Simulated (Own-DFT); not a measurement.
# Response to strain: C40 NbSi2, 36 atoms (Nb12Si24)

These are calculations, not measurements. They come from Own-DFT, an in-house plane-wave density functional program, since retired, whose code no person has reviewed. Each row is one single-point run on a periodic cell that was not relaxed, without spin or spin-orbit coupling.

Settings of every run: PBE; PseudoDojo norm-conserving scalar-relativistic files; cutoff 42 hartree; 4 x 4 x 5 k mesh centred on Gamma; cold (Marzari-Vanderbilt) smearing of 0.2 eV.

Known limits: forces on such cells failed a check on a denser k mesh; stress not checked against mesh or cutoff.

Unstrained cell vectors in Å: (0.000, 8.324, 0.000); (-9.613, 0.000, 0.000); (0.000, 0.000, 6.586). The unstrained cell was taken from the Materials Project. The random moves and any unrelaxed bonds add to the pressure at no strain. Each run strains this cell uniformly, with the atoms carried along. Every atom was also moved at random, by a Gaussian of width 0.05 Å on each axis. Strain is the symmetric tensor, in per cent. Stress is positive in tension, and the pressure is minus a third of its trace.

| run | e_xx (%) | e_yy (%) | e_zz (%) | e_yz (%) | e_xz (%) | e_xy (%) | s_xx (GPa) | s_yy (GPa) | s_zz (GPa) | s_yz (GPa) | s_xz (GPa) | s_xy (GPa) | P (GPa) | E (meV/atom) |
|---|---|---|---|---|---|---|---|---|---|---|---|---|---|---|
| 1 | 1.69 | 0.49 | -0.57 | 0.69 | -0.05 | -0.39 | 3.33 | 0.43 | -4.75 | 2.86 | 0.03 | -1.14 | 0.33 | 4.1 |
| 2 | -0.78 | -0.11 | 1.40 | 1.97 | -1.45 | -1.35 | -4.83 | -2.26 | 1.47 | 5.41 | -4.57 | -4.25 | 1.87 | 16.1 |
| 3 | 1.60 | 1.23 | 1.61 | -1.95 | 1.95 | 1.36 | 4.71 | 3.95 | 4.74 | -5.06 | 5.44 | 3.26 | -4.47 | 20.3 |
| 4 | 1.84 | 1.41 | 0.22 | 1.19 | -1.33 | -1.68 | 4.39 | 3.41 | -1.33 | 3.42 | -3.30 | -4.38 | -2.15 | 31.6 |
| 5 | -1.38 | -0.48 | -0.03 | -1.66 | 1.40 | 1.69 | -8.77 | -5.60 | -5.69 | -5.30 | 3.85 | 4.71 | 6.69 | 33.0 |
| 6 | -0.49 | -0.22 | -0.95 | 1.82 | 0.00 | -1.99 | -6.19 | -4.50 | -9.78 | 6.01 | -0.27 | -5.59 | 6.82 | 35.6 |
| 7 | 1.46 | 0.58 | -1.80 | 1.06 | 0.23 | -1.63 | 1.35 | -1.09 | -11.04 | 3.34 | 0.57 | -5.00 | 3.59 | 27.0 |
| 8 | -0.67 | -1.78 | -0.58 | -0.04 | 0.48 | 0.01 | -7.26 | -9.62 | -8.58 | 0.28 | 1.92 | 0.29 | 8.49 | 15.1 |
| 9 | -1.14 | 1.60 | -0.32 | 1.35 | -1.04 | 0.81 | -6.07 | 2.11 | -5.29 | 4.39 | -3.36 | 2.68 | 3.08 | 22.8 |
| 10 | 1.56 | 0.03 | 1.46 | 1.00 | -1.11 | 0.40 | 4.01 | -0.51 | 3.06 | 3.33 | -3.34 | 1.13 | -2.19 | 17.9 |
| 11 | -0.51 | 1.35 | -1.71 | 0.45 | 1.77 | -0.97 | -5.37 | 0.23 | -12.00 | 1.31 | 5.71 | -3.40 | 5.71 | 37.8 |
| 12 | -1.41 | -1.06 | 0.73 | 0.74 | -0.84 | 0.79 | -7.44 | -6.72 | -2.33 | 2.34 | -2.66 | 2.39 | 5.50 | 3.8 |
| 13 | -0.51 | 1.15 | 0.25 | 0.52 | -1.44 | 0.50 | -3.26 | 2.18 | -2.15 | 2.30 | -4.43 | 1.56 | 1.08 | 0.0 |
| 14 | -1.20 | -1.83 | -1.27 | -1.71 | -0.37 | -0.70 | -9.73 | -12.02 | -13.35 | -6.74 | -2.34 | -2.64 | 11.70 | 42.2 |
| 15 | 1.82 | 1.68 | 1.11 | 1.24 | -1.42 | -1.21 | 4.72 | 5.52 | 2.98 | 2.84 | -4.32 | -3.34 | -4.41 | 18.4 |
| 16 | -1.08 | 0.37 | 1.26 | -1.35 | -1.20 | 1.76 | ? | ? | ? | ? | ? | ? | ? | ? |

E is the free energy for each atom above the lowest run shown.

## Worked fit

Each stress component was fitted by least squares to a constant and the strains of the runs shown, as fractions, with shears doubled. Shear strains stay in the fit of a normal stress only where such slopes are resolved. The slopes, in GPa:

```
stress  at no strain  per e_xx  per e_yy  per e_zz  scatter
  s_xx          -3.0  353 ± 11   68 ± 13   83 ± 12     0.48
  s_yy          -2.7   64 ± 11  368 ± 13   86 ± 11     0.47
  s_zz          -4.4   64 ± 12   80 ± 14  464 ± 12     0.51
```

Each shear stress against twice its own strain: yz 178 ± 10, xz 158 ± 7, xy 153 ± 6 GPa. These are stiffnesses along x, y and z of the frame in which the cell vectors are given, which need not be the crystal's axes. The atoms are held to the strained lattice; where symmetry lets them move under strain, relaxing them would lower some slopes. The table should be nearly symmetric about its diagonal, and what it lacks of that shows the noise. A ninth of its sum, 181 ± 6 GPa, estimates the bulk modulus near the mean pressure of these runs, 2.8 GPa, so it lies above the value at zero pressure.

## Withheld run

Question: what normal stresses and pressure should run 16 give?

The fit gives s_xx = -5.5, s_yy = -0.9, s_zz = 1.0 and P = 1.8 GPa. The calculation gave -4.47, -1.68, 1.58 and P = 1.52 GPa.
